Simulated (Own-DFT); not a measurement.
SiC (4H silicon carbide, strained, atoms displaced) (calculated)

Computed with Own-DFT development build. A calculation, not a measurement: plane-wave PBE density functional theory by an unreviewed code, no spin, of a simulated periodic cell, stress positive in tension, free energy of the whole cell less one offset for each atom, forces on such cells passed a denser k mesh, this cell's mesh not checked; offsets are fitted by least squares, one for each functional and potential file, so energies compare only between cells with the same atoms and settings and are not formation energies; the far tail of each file's local potential was reset to the Coulomb form; each entry is a single point on an unrelaxed cell, so the pressure reflects the starting lattice, mostly measured values (interpolated for alloys), from which strain is counted, and rises with the displacements; printed positions are rounded, which can move forces by about a meV/angstrom; the program, named Own-DFT, is a retired in-house code; no spin-orbit coupling.

### SiC (4H silicon carbide, strained, atoms displaced)

```
SiC
1.0
      9.2814    -0.1828    -0.1183
     -4.7991     7.9475    -0.0546
     -0.1287    -0.1430    10.2343
Si C Si C Si C Si C Si C Si C Si C Si C Si C Si C Si C Si C Si C Si C Si C Si C Si C Si C
2 2 2 2 2 2 2 2 2 2 2 2 2 2 2 2 2 2 2 2 2 2 2 2 2 2 2 2 2 2 2 2 2 2 2 2
Direct
  0.01296 0.00473 0.40738
  0.11879 0.23760 0.15862
  0.00311 0.00298 0.09573
  0.10607 0.21977 0.34203
  0.99892 0.32214 0.41273
  0.10937 0.56201 0.15924
  0.99400 0.33393 0.09170
  0.10749 0.54976 0.34571
  0.00344 0.67216 0.39582
  0.10963 0.89197 0.15669
  0.00346 0.67968 0.09525
  0.10679 0.88704 0.33590
  0.32448 0.99529 0.39890
  0.43858 0.22219 0.14788
  0.33292 0.99269 0.09343
  0.44514 0.22439 0.33729
  0.33794 0.33303 0.40662
  0.44669 0.55280 0.15318
  0.32905 0.32679 0.09333
  0.43674 0.55366 0.34318
  0.33948 0.67185 0.40968
  0.44783 0.89031 0.15880
  0.33724 0.67821 0.08957
  0.44733 0.88550 0.34037
  0.67527 0.00244 0.41141
  0.78032 0.23470 0.15686
  0.66887 0.00223 0.09192
  0.79178 0.22765 0.34713
  0.65902 0.33416 0.39536
  0.77188 0.56163 0.15166
  0.66973 0.33621 0.09731
  0.77722 0.55805 0.33994
  0.67362 0.67252 0.40825
  0.77955 0.89394 0.15846
  0.65960 0.66765 0.09134
  0.77899 0.88976 0.34709
  0.99814 0.99620 0.91362
  0.88858 0.77793 0.65200
  0.99604 0.99797 0.58876
  0.89678 0.78091 0.84230
  0.00609 0.66731 0.89464
  0.88901 0.44664 0.65780
  0.00360 0.66706 0.59498
  0.89166 0.44818 0.84680
  0.99421 0.33488 0.89897
  0.88482 0.10713 0.65862
  0.99777 0.32991 0.59535
  0.89102 0.11417 0.84484
  0.67613 0.00151 0.90448
  0.53925 0.77442 0.65991
  0.67016 0.01824 0.59270
  0.54997 0.76762 0.84332
  0.65778 0.66021 0.90666
  0.56865 0.45679 0.65433
  0.65769 0.65778 0.59771
  0.55926 0.44730 0.84556
  0.66548 0.33488 0.90763
  0.55188 0.11950 0.65880
  0.65832 0.33042 0.59441
  0.55540 0.11023 0.84056
  0.32767 0.99027 0.90829
  0.21985 0.76812 0.65180
  0.32748 0.98998 0.59944
  0.22621 0.79106 0.83772
  0.32762 0.66021 0.90421
  0.20822 0.43276 0.65674
  0.33431 0.66138 0.59157
  0.21473 0.44005 0.84425
  0.34028 0.33831 0.90161
  0.22854 0.10760 0.66039
  0.33033 0.33765 0.59825
  0.21848 0.10727 0.84634
```

- functional: PBE
- potential files: PseudoDojo norm-conserving, scalar-relativistic, standard set
- wave cutoff: 42 hartree
- occupations: Fermi-Dirac
- smearing width: 0.1 eV
- hardware: one NVIDIA H100
- k mesh: 4 x 4 x 3 centred on Gamma
- free energy of cell above offsets: -5.772 eV
- pressure: 4.99 GPa
- stress xx: -3.4 GPa
- stress yy: -15.09 GPa
- stress zz: 3.51 GPa
- stress yz: -4.58 GPa
- stress xz: -4.21 GPa
- stress xy: -9.18 GPa
- wall time: 352.8 s

Force:
```tsv
element	x (eV/Å)	y (eV/Å)	z (eV/Å)
Si	-1.906	-0.718	-0.404
Si	-1.607	-1.992	-0.464
C	-0.538	0.447	0.41
C	1.429	0.576	0.423
Si	0.644	2.603	-0.367
Si	0.503	-0.016	-0.631
C	1.076	1.144	-0.588
C	0.183	0.943	0.224
Si	0.561	-2.146	1.758
Si	0.322	1.145	-0.996
C	-0.13	-2.713	-1.318
C	-0.163	0.755	0.961
Si	2.417	0.706	1.338
Si	1.263	-0.711	0.89
C	-0.527	0.978	0.138
C	-1.691	-1.419	-0.228
Si	-1.122	0.437	0.499
Si	-2.154	0.808	0.985
C	0.302	1.575	-1.294
C	1.473	0.473	-0.131
Si	-0.653	-1.409	-1.183
Si	0.294	0.796	-0.676
C	0.177	-2.934	0.112
C	-0.772	1.279	1.104
Si	-1.047	0.395	-0.963
Si	1.195	-2.024	0.728
C	-0.005	0.595	0.275
C	-3.758	-1.19	-1.177
Si	3.121	0.333	2.108
Si	1.242	0.488	0.405
C	-1.454	0.169	-1.201
C	-0.703	0.257	-0.024
Si	-1.119	-1.327	-0.031
Si	-0.266	0.225	0.018
C	1.122	0.331	-0.17
C	0.496	0.483	-0.243
Si	0.164	1.106	-0.936
Si	0.311	0.039	0.909
C	0.699	0.444	0.819
C	-1.452	-1.259	-0.158
Si	-1.044	1.925	2.427
Si	-0.206	-0.848	-0.771
C	-1.738	-0.546	-1.587
C	-0.561	-1.216	-1.352
Si	0.802	-0.033	2.307
Si	0.867	0.216	-0.05
C	-1.64	-0.467	-0.039
C	0.86	-1.292	-0.594
Si	-2.159	-0.644	0.555
Si	3.643	1.691	0.073
C	-0.536	-2.692	0.752
C	-0.23	1.063	-0.018
Si	1.479	2.291	-0.084
Si	-1.523	-3.952	1.318
C	0.022	4.259	-1.811
C	0.431	-1.187	-0.793
Si	0.457	-0.364	0.19
Si	0.98	-1.463	-0.296
C	0.416	1.778	-1.133
C	0.212	-0.061	1.272
Si	0.244	3.886	0.524
Si	0.706	1.257	0.85
C	-0.196	1.023	-2.267
C	1.419	-4.898	-0.872
Si	-0.474	1.855	0.62
Si	2.511	1.696	0.474
C	-2.637	-0.955	-0.039
C	0.825	-0.134	-0.609
Si	-1.461	-1.444	0.585
Si	-1.573	0.248	-0.192
C	1.418	-1.11	-0.535
C	0.765	0.446	0.176
```
